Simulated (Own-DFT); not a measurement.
# Device materials side by side: how hard are they to compress?

Everything here is calculated. The program is Own-DFT (plane waves, in-house, since retired, never reviewed by a person); positions were held fixed, and spin and spin-orbit coupling were off.

Caveats (not all hold for every row): forces on such cells moved up to 12 meV/angstrom on a denser k mesh; forces not confirmed at this smearing and k mesh; k mesh not checked against a denser one; forces on such cells passed a denser k mesh, each cell not checked; stress not checked against mesh or cutoff.

All runs are PBE with PseudoDojo norm-conserving files; cutoff and k mesh are each material's own. Every cell starts from measured lattice constants and was given uniform random strains and small random moves of its atoms. Each triple is the change of volume in per cent, the rms move u in Å and the pressure in GPa.

- 3C SiC (C48Si48), 10.36 Å³/atom unstrained: (-3.68, 0.050, 14.49); (-2.90, 0.049, 12.84); (-1.89, 0.051, 9.57); (-1.71, 0.048, 9.52); (-1.60, 0.051, 9.44); (0.03, 0.050, 5.05); (2.34, 0.048, 0.76)
- wurtzite AlN (Al36N36), 10.45 Å³/atom unstrained: (-3.00, 0.044, 12.07); (-2.62, 0.054, 12.18); (-1.33, 0.049, 8.79); (-0.61, 0.051, 7.14); (0.91, 0.045, 3.68); (1.48, 0.050, 2.25); (3.47, 0.050, -1.09)
- wurtzite GaN (Ga36N36), 11.42 Å³/atom unstrained: (-3.27, 0.045, 14.70); (-3.14, 0.050, 14.39); (-1.89, 0.053, 11.88); (-1.20, 0.050, 10.26); (0.52, 0.050, 6.69); (0.61, 0.047, 5.94); (1.09, 0.052, 6.22)
- diamond silicon (Si64), 20.02 Å³/atom unstrained: withheld
- zincblende InP (In48P48), 25.27 Å³/atom unstrained: (-1.86, 0.046, 5.17); (-1.61, 0.053, 4.91); (-1.27, 0.047, 4.65); (-0.77, 0.049, 4.31); (0.47, 0.049, 3.18); (3.10, 0.049, 1.58); (3.33, 0.049, 1.38)
- grey tin (Sn64), 34.15 Å³/atom unstrained: (-2.07, 0.052, 4.90); (-1.21, 0.052, 4.50); (-0.17, 0.049, 3.78); (0.06, 0.049, 3.65); (0.27, 0.053, 3.74); (1.00, 0.048, 3.22); (1.96, 0.052, 2.92)

## Fit

Fit a line to each set against the fractional change of volume; B is minus its slope, and u is nearly the same within a set. To take it to zero pressure, assume that B rises by 4 GPa for each GPa: B0 = B - 4 x (mean pressure). The bond length of an ideal tetrahedral crystal with the unstrained volume v is d = (√3/4)(8 v)^(1/3). Cohen's empirical rule reads B0 = (1971 - 220 L) d^(-3.5) GPa, with L = 0 for group IV crystals and SiC and 1 for III-V compounds.

| material | L | d (Å) | B (GPa) | mean P (GPa) | B0 (GPa) | rule (GPa) |
|---|---|---|---|---|---|---|
| 3C SiC (C48Si48) | 0 | 1.888 | 232 ± 9 | 8.8 | 197 ± 9 | 213 |
| wurtzite AlN (Al36N36) | 1 | 1.893 | 215 ± 8 | 6.4 | 190 ± 8 | 188 |
| wurtzite GaN (Ga36N36) | 1 | 1.950 | 208 ± 9 | 10.0 | 168 ± 9 | 169 |
| diamond silicon (Si64) | 0 | 2.352 | ? | ? | ? | 99 |
| zincblende InP (In48P48) | 1 | 2.541 | 72 ± 2 | 3.6 | 58 ± 2 | 67 |
| grey tin (Sn64) | 0 | 2.810 | 51 ± 3 | 3.8 | 36 ± 3 | 53 |

A line through ln[B0/(1971 - 220 L)] against ln d has a slope of -4.3 ± 0.2 and a scatter of 8 %. Against the rule, B0 stands at 92 % for 3C SiC, 101 % for wurtzite AlN, 99 % for wurtzite GaN, 86 % for zincblende InP, 67 % for grey tin. PBE tends to make silicon and heavier crystals too soft, and the rule itself is only a guide.

## The run left out

The question: what B0 does the fitted trend give for diamond silicon (Si64)?

The line gives 82 GPa. Its own runs give B = 101 ± 4 GPa at a mean pressure of 2.8 GPa, so B0 = 89 GPa.
